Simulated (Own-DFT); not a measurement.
# Computed records: Si2SnGe13 (diamond-structure random alloy, atoms displaced)

All values are calculated (Own-DFT development build). A calculation, not a measurement: plane-wave density functional theory by an unreviewed code, no spin, of a simulated periodic cell, stress positive in tension, run twice, with PBE and with PBEsol, both on files made for PBE, so the change isn't that of files made for PBEsol, forces on such cells moved up to 12 meV/angstrom on a denser k mesh; the far tail of each file's local potential was reset to the Coulomb form; each entry is a single point on an unrelaxed cell, so the pressure reflects the starting lattice, mostly measured values (interpolated for alloys), from which strain is counted, and rises with the displacements; printed positions are rounded, which can move forces by about a meV/angstrom; the program, named Own-DFT, is a retired in-house code; no spin-orbit coupling; stress was not checked against mesh or cutoff.

Common to all runs: functional PBE, then PBEsol; potential files PseudoDojo norm-conserving, scalar-relativistic, standard set; wave cutoff 49 hartree; occupations Fermi-Dirac; smearing width 0.1 eV; k mesh 3 x 3 x 3 centred on Gamma.

(1) Si2SnGe13 (diamond-structure random alloy, atoms displaced)

```
cell vectors (Å)
  11.3631     0.0000     0.0000
   0.0000    11.3631     0.0000
   0.0000     0.0000    11.3631
atoms (fractions of the cell vectors)
Ge  0.00121  0.99668  0.00170
Ge  0.00341  0.25275  0.25634
Ge  0.25569  0.99796  0.24777
Ge  0.24644  0.24890  0.99510
Ge  0.12458  0.12574  0.12621
Ge  0.12170  0.37539  0.37780
Ge  0.37629  0.12717  0.37707
Ge  0.37659  0.37638  0.12901
Ge  0.99691  0.99978  0.49861
Ge  0.00041  0.24849  0.75240
Ge  0.25351  0.00223  0.74811
Ge  0.25354  0.25155  0.50124
Ge  0.12415  0.12347  0.62448
Ge  0.12260  0.37791  0.87947
Ge  0.37565  0.12657  0.87324
Si  0.37022  0.37649  0.62329
Ge  0.99958  0.49941  0.00363
Ge  0.99740  0.74940  0.25089
Ge  0.24663  0.49846  0.24981
Ge  0.24889  0.74727  0.00001
Ge  0.12875  0.62984  0.13012
Sn  0.13053  0.87202  0.37601
Si  0.37152  0.62643  0.37637
Ge  0.36831  0.87424  0.12602
Ge  0.00107  0.49908  0.49922
Ge  0.00100  0.75207  0.75008
Sn  0.25320  0.49886  0.74982
Ge  0.25132  0.74930  0.50401
Ge  0.12598  0.62201  0.62714
Ge  0.12196  0.87723  0.87848
Ge  0.37783  0.62384  0.87447
Ge  0.37353  0.88035  0.62785
Ge  0.50424  0.00401  0.00026
Ge  0.50368  0.24829  0.25306
Ge  0.74956  0.99916  0.24632
Ge  0.75312  0.24781  0.99731
Ge  0.62660  0.12654  0.12608
Si  0.63213  0.37548  0.37556
Ge  0.87154  0.12685  0.37568
Ge  0.87349  0.37180  0.12409
Si  0.49983  0.99744  0.50281
Ge  0.49834  0.24470  0.75097
Si  0.75897  0.00061  0.75177
Si  0.75215  0.24722  0.49680
Ge  0.62527  0.12507  0.62482
Ge  0.62743  0.37741  0.87381
Ge  0.87158  0.12534  0.87026
Ge  0.87367  0.37700  0.62957
Ge  0.49876  0.49879  0.00407
Si  0.49941  0.75289  0.25093
Ge  0.75280  0.49830  0.25035
Ge  0.74859  0.75063  0.99836
Ge  0.62413  0.62166  0.12890
Ge  0.62580  0.87128  0.37690
Ge  0.87359  0.62442  0.37306
Sn  0.87653  0.87459  0.12706
Ge  0.50060  0.50060  0.49277
Ge  0.50227  0.74803  0.75597
Ge  0.75120  0.50609  0.74822
Ge  0.75104  0.74572  0.50200
Si  0.62661  0.62861  0.62259
Sn  0.62363  0.87729  0.87881
Ge  0.87439  0.62538  0.87633
Ge  0.87214  0.87936  0.62710
```

It finds PBE pressure 4.21 GPa; PBE stress xx -4.2 GPa; PBE stress yy -4.21 GPa; PBE stress zz -4.21 GPa; PBE stress yz -0.52 GPa; PBE stress xz 0.41 GPa; PBE stress xy 0.41 GPa; PBEsol pressure 1.37 GPa; PBEsol stress xx -1.36 GPa; PBEsol stress yy -1.38 GPa; PBEsol stress zz -1.38 GPa; PBEsol stress yz -0.49 GPa; PBEsol stress xz 0.39 GPa; PBEsol stress xy 0.39 GPa; rms change of force components from PBE to PBEsol 0.034 eV/Å.

Force:
| force element | PBE force x (eV/Å) | PBE force y (eV/Å) | PBE force z (eV/Å) | PBEsol force x (eV/Å) | PBEsol force y (eV/Å) | PBEsol force z (eV/Å) |
| --- | --- | --- | --- | --- | --- | --- |
| Ge | 0.456 | 1.791 | -0.968 | 0.453 | 1.726 | -0.939 |
| Ge | -0.629 | -0.463 | -0.677 | -0.611 | -0.447 | -0.654 |
| Ge | 0.048 | 1.535 | -0.226 | 0.045 | 1.475 | -0.228 |
| Ge | 0.441 | 0.22 | 0.779 | 0.422 | 0.214 | 0.751 |
| Ge | 0.189 | -0.083 | 0.031 | 0.186 | -0.084 | 0.025 |
| Ge | 0.825 | 0.053 | 0.119 | 0.79 | 0.051 | 0.108 |
| Ge | 0.403 | -0.678 | 0.134 | 0.359 | -0.626 | 0.097 |
| Ge | -0.374 | -0.683 | -0.292 | -0.361 | -0.653 | -0.288 |
| Ge | -0.481 | 0.663 | 0.616 | -0.466 | 0.643 | 0.603 |
| Ge | 0.143 | 0.358 | -0.147 | 0.135 | 0.349 | -0.139 |
| Ge | -0.783 | -0.048 | 0.615 | -0.75 | -0.046 | 0.588 |
| Ge | -0.484 | 0.034 | 0.09 | -0.505 | -0.004 | 0.048 |
| Ge | 0.011 | 0.252 | -0.087 | 0.011 | 0.245 | -0.08 |
| Ge | -0.729 | -0.872 | 0.237 | -0.705 | -0.854 | 0.237 |
| Ge | -0.141 | -0.318 | 0.484 | -0.132 | -0.304 | 0.459 |
| Si | 2.115 | -1.208 | -1.013 | 2.073 | -1.19 | -0.997 |
| Ge | 0.008 | 0.488 | 0.246 | 0.009 | 0.465 | 0.229 |
| Ge | 0.578 | -1.591 | 0.496 | 0.569 | -1.547 | 0.478 |
| Ge | 0.478 | 0.33 | 0.631 | 0.432 | 0.296 | 0.581 |
| Ge | 0.115 | 0.295 | -0.344 | 0.108 | 0.292 | -0.319 |
| Ge | -0.665 | -0.616 | -0.376 | -0.647 | -0.599 | -0.365 |
| Sn | -0.62 | 0.431 | -0.16 | -0.606 | 0.419 | -0.155 |
| Si | 0.459 | 0.166 | -0.547 | 0.412 | 0.131 | -0.498 |
| Ge | 1.507 | -0.286 | -0.485 | 1.42 | -0.242 | -0.488 |
| Ge | -0.513 | 0.284 | 0.363 | -0.49 | 0.27 | 0.351 |
| Ge | -0.204 | -0.103 | -0.041 | -0.199 | -0.101 | -0.035 |
| Sn | -0.332 | -0.327 | 0.379 | -0.377 | -0.266 | 0.418 |
| Ge | 1.198 | -1.164 | 0.963 | 1.124 | -1.097 | 0.963 |
| Ge | -1.083 | 1.243 | -1.02 | -1.049 | 1.214 | -0.992 |
| Ge | 0.806 | -0.202 | -0.599 | 0.771 | -0.199 | -0.574 |
| Ge | 0.704 | 0.757 | 1.305 | 0.685 | 0.74 | 1.269 |
| Ge | 0.774 | -0.858 | -0.275 | 0.703 | -0.855 | -0.231 |
| Ge | -1.923 | 0.87 | 1.413 | -1.861 | 0.846 | 1.365 |
| Ge | 0.239 | 0.684 | 0.213 | 0.202 | 0.631 | 0.171 |
| Ge | -1.095 | 0.994 | 1.581 | -1.058 | 0.968 | 1.531 |
| Ge | -0.504 | 0.207 | 0.087 | -0.485 | 0.201 | 0.087 |
| Ge | -0.015 | 0.142 | -0.141 | -0.017 | 0.129 | -0.139 |
| Si | -0.218 | -0.432 | 0.154 | -0.251 | -0.378 | 0.109 |
| Ge | 0.16 | -0.148 | -0.186 | 0.199 | -0.18 | -0.214 |
| Ge | 0.462 | 0.01 | 0.262 | 0.451 | 0.019 | 0.255 |
| Si | 0.201 | 0.224 | -0.273 | 0.197 | 0.22 | -0.264 |
| Ge | 0.12 | 1.271 | -0.642 | 0.138 | 1.193 | -0.592 |
| Si | -0.851 | 0.555 | -0.881 | -0.83 | 0.544 | -0.864 |
| Si | -0.499 | 0.816 | 0.59 | -0.448 | 0.756 | 0.613 |
| Ge | 0.54 | -0.491 | -0.222 | 0.489 | -0.448 | -0.174 |
| Ge | -0.313 | -0.158 | -0.018 | -0.304 | -0.157 | -0.01 |
| Ge | 0.827 | -0.361 | 0.53 | 0.838 | -0.303 | 0.553 |
| Ge | -0.008 | -0.603 | -0.745 | 0.025 | -0.552 | -0.691 |
| Ge | 0.308 | 0.026 | -0.278 | 0.302 | 0.027 | -0.267 |
| Si | -0.455 | -0.579 | 0.167 | -0.409 | -0.533 | 0.128 |
| Ge | -0.421 | -0.277 | 0.054 | -0.377 | -0.235 | 0.017 |
| Ge | 0.203 | -2.018 | 0.73 | 0.203 | -1.96 | 0.705 |
| Ge | -0.157 | 0.674 | 0.011 | -0.121 | 0.621 | -0.026 |
| Ge | -0.469 | 0.398 | -0.032 | -0.391 | 0.387 | -0.031 |
| Ge | 0.361 | -0.226 | 0.341 | 0.352 | -0.218 | 0.327 |
| Sn | -0.365 | -0.398 | -0.551 | -0.355 | -0.385 | -0.537 |
| Ge | 0.061 | -0.057 | 0.614 | 0.058 | -0.054 | 0.598 |
| Ge | -0.745 | -0.582 | -1.919 | -0.755 | -0.539 | -1.819 |
| Ge | -0.53 | 0.011 | -0.122 | -0.47 | -0.024 | -0.08 |
| Ge | -0.04 | 0.427 | 0.073 | -0.003 | 0.451 | 0.028 |
| Si | -0.643 | -0.533 | 0.241 | -0.628 | -0.519 | 0.238 |
| Sn | 0.902 | 0.482 | -1.136 | 0.839 | 0.427 | -1.059 |
| Ge | 0.328 | 0.107 | 0.01 | 0.309 | 0.107 | 0.008 |
| Ge | 0.315 | -0.435 | -0.156 | 0.351 | -0.458 | -0.188 |

(2) Si2SnGe13 (diamond-structure random alloy, atoms displaced)

```
cell vectors (Å)
  11.3631     0.0000     0.0000
   0.0000    11.3631     0.0000
   0.0000     0.0000    11.3631
atoms (fractions of the cell vectors)
Ge  0.99471  0.00410  0.00183
Sn  0.00048  0.25027  0.24998
Ge  0.25245  0.99988  0.24972
Ge  0.24773  0.24993  0.00209
Ge  0.12886  0.12417  0.11940
Ge  0.12230  0.37271  0.38039
Ge  0.37228  0.12605  0.37865
Ge  0.37142  0.37674  0.12722
Si  0.99681  0.99819  0.49993
Ge  0.99829  0.24997  0.74812
Ge  0.24818  0.99797  0.75293
Ge  0.25122  0.25110  0.50446
Ge  0.11980  0.12329  0.62661
Ge  0.12356  0.37646  0.87945
Ge  0.37864  0.12415  0.87622
Ge  0.37682  0.37676  0.62046
Ge  0.99997  0.50303  0.00347
Ge  0.00502  0.75009  0.24389
Si  0.25221  0.49655  0.24744
Ge  0.24929  0.74925  0.00321
Sn  0.12305  0.62406  0.12415
Ge  0.12559  0.87715  0.37541
Ge  0.37564  0.62396  0.37112
Ge  0.36995  0.87153  0.12274
Si  0.99688  0.49938  0.49809
Ge  0.00110  0.75087  0.74606
Ge  0.25138  0.49756  0.75083
Ge  0.24695  0.75156  0.49757
Ge  0.12623  0.62712  0.62504
Ge  0.12138  0.87656  0.88263
Ge  0.37647  0.62872  0.87478
Si  0.37381  0.87543  0.62760
Si  0.49802  0.00043  0.00013
Ge  0.50034  0.25416  0.24987
Sn  0.75072  0.99798  0.24908
Si  0.75185  0.25382  0.00079
Ge  0.62827  0.12527  0.12475
Ge  0.62586  0.37084  0.37718
Ge  0.87848  0.12446  0.37433
Ge  0.87408  0.37631  0.12282
Ge  0.50088  0.00249  0.49790
Ge  0.49759  0.25158  0.75315
Si  0.75141  0.00331  0.75062
Ge  0.74631  0.24998  0.50378
Ge  0.62384  0.12695  0.62105
Ge  0.62457  0.37774  0.87850
Ge  0.87539  0.12547  0.88140
Ge  0.87155  0.37594  0.62561
Ge  0.49994  0.49778  0.99831
Ge  0.50104  0.75133  0.24404
Ge  0.74663  0.50044  0.25192
Si  0.74484  0.75011  0.00114
Ge  0.61906  0.62030  0.13025
Ge  0.62148  0.87473  0.37646
Ge  0.87096  0.62538  0.37488
Ge  0.87877  0.87427  0.12585
Ge  0.50083  0.49870  0.50026
Ge  0.49604  0.75562  0.75253
Ge  0.74983  0.49736  0.75567
Ge  0.74867  0.74913  0.49543
Sn  0.62741  0.62882  0.62343
Ge  0.62309  0.87468  0.87473
Ge  0.87805  0.62914  0.86966
Ge  0.87013  0.87514  0.62445
```

Results for Si2SnGe13 (diamond-structure random alloy, atoms displaced): PBE pressure 4.14 GPa; PBE stress xx -4.12 GPa; PBE stress yy -4.2 GPa; PBE stress zz -4.1 GPa; PBE stress yz -0.03 GPa; PBE stress xz 0.06 GPa; PBE stress xy -0.01 GPa; PBEsol pressure 1.3 GPa; PBEsol stress xx -1.29 GPa; PBEsol stress yy -1.36 GPa; PBEsol stress zz -1.26 GPa; PBEsol stress yz -0.03 GPa; PBEsol stress xz 0.05 GPa; PBEsol stress xy 0 GPa; rms change of force components from PBE to PBEsol 0.036 eV/Å.

Force:
| force element | PBE force x (eV/Å) | PBE force y (eV/Å) | PBE force z (eV/Å) | PBEsol force x (eV/Å) | PBEsol force y (eV/Å) | PBEsol force z (eV/Å) |
| --- | --- | --- | --- | --- | --- | --- |
| Ge | 0.621 | -0.505 | 0.191 | 0.609 | -0.491 | 0.186 |
| Sn | 0.376 | -0.069 | -0.604 | 0.363 | -0.068 | -0.581 |
| Ge | -0.211 | 0.087 | -0.011 | -0.211 | 0.076 | -0.011 |
| Ge | 0.686 | 0.11 | -0.56 | 0.657 | 0.105 | -0.536 |
| Ge | 0.219 | -0.853 | 0.136 | 0.21 | -0.822 | 0.127 |
| Ge | 1.324 | 1.548 | 0.449 | 1.29 | 1.436 | 0.428 |
| Ge | 0.313 | 0.247 | -0.561 | 0.308 | 0.237 | -0.541 |
| Ge | 0.243 | -0.176 | -0.252 | 0.274 | -0.211 | -0.283 |
| Si | 0.134 | 0.081 | 0.088 | 0.13 | 0.08 | 0.085 |
| Ge | -0.042 | 0.173 | 0.506 | -0.038 | 0.164 | 0.488 |
| Ge | 0.136 | -0.001 | -0.197 | 0.098 | 0.033 | -0.158 |
| Ge | -0.567 | -0.333 | 0.02 | -0.547 | -0.321 | 0.013 |
| Ge | 0.304 | -0.362 | -0.321 | 0.325 | -0.314 | -0.272 |
| Ge | -0.117 | -0.178 | -0.442 | -0.11 | -0.171 | -0.421 |
| Ge | -0.475 | -0.112 | 0.243 | -0.496 | -0.071 | 0.201 |
| Ge | -0.065 | -0.154 | 0.759 | -0.064 | -0.152 | 0.735 |
| Ge | -1.602 | -1.123 | -1.832 | -1.548 | -1.093 | -1.78 |
| Ge | -1.584 | 1.182 | 2.167 | -1.541 | 1.16 | 2.092 |
| Si | 0.053 | -0.322 | 1.505 | 0.059 | -0.318 | 1.475 |
| Ge | 0.659 | 0.679 | -1.498 | 0.64 | 0.667 | -1.448 |
| Sn | 1.451 | -0.791 | 0.64 | 1.366 | -0.723 | 0.577 |
| Ge | -0.557 | 0.28 | -0.038 | -0.501 | 0.234 | -0.072 |
| Ge | -0.238 | -0.132 | -0.112 | -0.199 | -0.099 | -0.082 |
| Ge | 0.897 | 0.852 | 0.001 | 0.836 | 0.792 | 0.031 |
| Si | 0.102 | 0.349 | 0.444 | 0.098 | 0.339 | 0.436 |
| Ge | 0.104 | 0.487 | 0.196 | 0.095 | 0.457 | 0.194 |
| Ge | -0.068 | 0.319 | -0.016 | -0.065 | 0.317 | -0.016 |
| Ge | 0.848 | -0.004 | 0.351 | 0.789 | -0.031 | 0.312 |
| Ge | -0.323 | -0.763 | -0.379 | -0.289 | -0.702 | -0.339 |
| Ge | 0.05 | -0.115 | -0.567 | 0.052 | -0.106 | -0.55 |
| Ge | -0.263 | -0.342 | 0.077 | -0.251 | -0.332 | 0.076 |
| Si | -0.172 | 0.273 | -0.446 | -0.168 | 0.267 | -0.434 |
| Si | 0.305 | -0.126 | 0.215 | 0.296 | -0.126 | 0.208 |
| Ge | -0.161 | -0.626 | -0.039 | -0.151 | -0.601 | -0.03 |
| Sn | -0.013 | -0.066 | 0.525 | -0.009 | -0.057 | 0.511 |
| Si | -0.423 | -0.246 | -0.046 | -0.41 | -0.241 | -0.041 |
| Ge | -1.313 | 1.114 | -1.403 | -1.27 | 1.077 | -1.298 |
| Ge | -0.148 | 0.431 | -0.107 | -0.146 | 0.419 | -0.102 |
| Ge | -0.503 | -0.292 | 2.236 | -0.519 | -0.255 | 2.13 |
| Ge | -1.03 | 0.739 | -0.572 | -0.959 | 0.753 | -0.522 |
| Ge | -0.681 | -0.597 | 0.676 | -0.629 | -0.545 | 0.624 |
| Ge | 0.372 | 0.084 | -0.45 | 0.355 | 0.083 | -0.442 |
| Si | -0.37 | -0.09 | 0.076 | -0.362 | -0.092 | 0.071 |
| Ge | 0.859 | -0.152 | -0.521 | 0.819 | -0.142 | -0.503 |
| Ge | 0.048 | -0.4 | 1.18 | 0.025 | -0.353 | 1.101 |
| Ge | 0.356 | -0.898 | -0.027 | 0.312 | -0.829 | -0.057 |
| Ge | -0.778 | 0.528 | -0.916 | -0.684 | 0.502 | -0.88 |
| Ge | 0.346 | 0.186 | -0.168 | 0.296 | 0.143 | -0.128 |
| Ge | -0.536 | 0.412 | 0.396 | -0.517 | 0.401 | 0.386 |
| Ge | -0.489 | 0.076 | 0.717 | -0.478 | 0.059 | 0.7 |
| Ge | 0.197 | -0.355 | -0.041 | 0.184 | -0.337 | -0.036 |
| Si | 0.503 | -0.318 | 0.011 | 0.492 | -0.31 | 0.008 |
| Ge | 0.758 | 0.382 | -0.971 | 0.705 | 0.344 | -0.906 |
| Ge | -0.612 | -0.749 | 0.27 | -0.584 | -0.725 | 0.258 |
| Ge | 0.966 | -0.083 | -0.325 | 0.89 | -0.052 | -0.343 |
| Ge | 0.048 | -1.22 | -1.32 | 0.083 | -1.146 | -1.249 |
| Ge | -0.587 | -0.349 | -1.117 | -0.57 | -0.344 | -1.083 |
| Ge | -0.476 | 0.443 | -0.053 | -0.427 | 0.395 | -0.008 |
| Ge | 0.687 | -0.079 | 0.207 | 0.67 | -0.075 | 0.195 |
| Ge | 0.949 | 1.319 | -0.695 | 0.917 | 1.275 | -0.674 |
| Sn | -0.539 | -0.504 | 1.025 | -0.523 | -0.497 | 0.989 |
| Ge | 0.401 | 0.742 | 0.391 | 0.349 | 0.685 | 0.345 |
| Ge | -0.632 | -0.104 | 0.96 | -0.584 | -0.135 | 0.901 |
| Ge | 0.259 | 0.467 | -0.055 | 0.256 | 0.388 | -0.058 |
